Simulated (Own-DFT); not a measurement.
# A change of arrangement and its cost: Ge32Si32, 64 atoms

Calculated results; nothing here was measured. The program, named Own-DFT, is a retired in-house plane-wave density functional code that no person has reviewed. Each row is one single-point run on a periodic cell that was not relaxed, without spin or spin-orbit coupling.

Settings of every run: PBE; PseudoDojo norm-conserving scalar-relativistic files; cutoff 42 hartree; 3 x 3 x 3 k mesh centred on Gamma; Fermi-Dirac smearing of 0.1 eV.

Known limits, some of them of some rows only: not probed for a lower state with spin; forces on such cells passed a denser k mesh, each cell not checked; stress not checked against mesh or cutoff.

All cells hold the same atoms in the same cell, with vectors in Å (11.089, 0.000, 0.000); (0.000, 11.089, 0.000); (0.000, 0.000, 11.089). Every atom was moved at random from its ideal site; u is the rms move along one axis. The random placing of the alloy's atoms differs from row to row. E is the free energy of the cell above the lowest run. The arrangements:

- A: diamond-structure SiGe in clusters
- B: diamond-structure SiGe in ordered layers
- C: diamond-structure SiGe with randomly placed atoms

```
arrangement,u (Å),E (eV),P (GPa)
A,0.0285,0.104,2.91
A,0.0298,0.276,2.96
A,0.0306,0.354,2.96
A,0.0561,2.860,3.41
A,0.0582,3.523,3.65
A,0.0629,3.459,3.59
B,0.0287,0.000,2.88
B,0.0310,0.191,2.93
B,0.0313,0.459,2.96
B,0.0585,3.842,3.64
B,0.0612,4.034,3.66
B,0.0623,4.036,3.67
C,0.0288,0.254,2.83
C,0.0306,0.081,2.81
C,0.0307,0.139,2.82
C,0.0573,2.974,3.31
C,0.0608,3.509,3.41
C,0.0632,4.466,3.74
```

Question: once the cost of the random moves is taken out, how do the arrangements rank?

## Worked answer

Fit E = a + b u², with one b for all and one a for each arrangement, and with residuals divided by u², since the noise grows with the moves. Then b = 1264 eV/Å², the scatter at u = 0.04 Å is 0.19 eV, and against A:

- B: -0.06 ± 0.08 eV (not told apart from A)
- C: -0.08 ± 0.08 eV (not told apart from A)

These are energies of unrelaxed cells. Relaxing the atoms lowers the strained arrangements most, so the gaps would shrink and small ones could change sign.
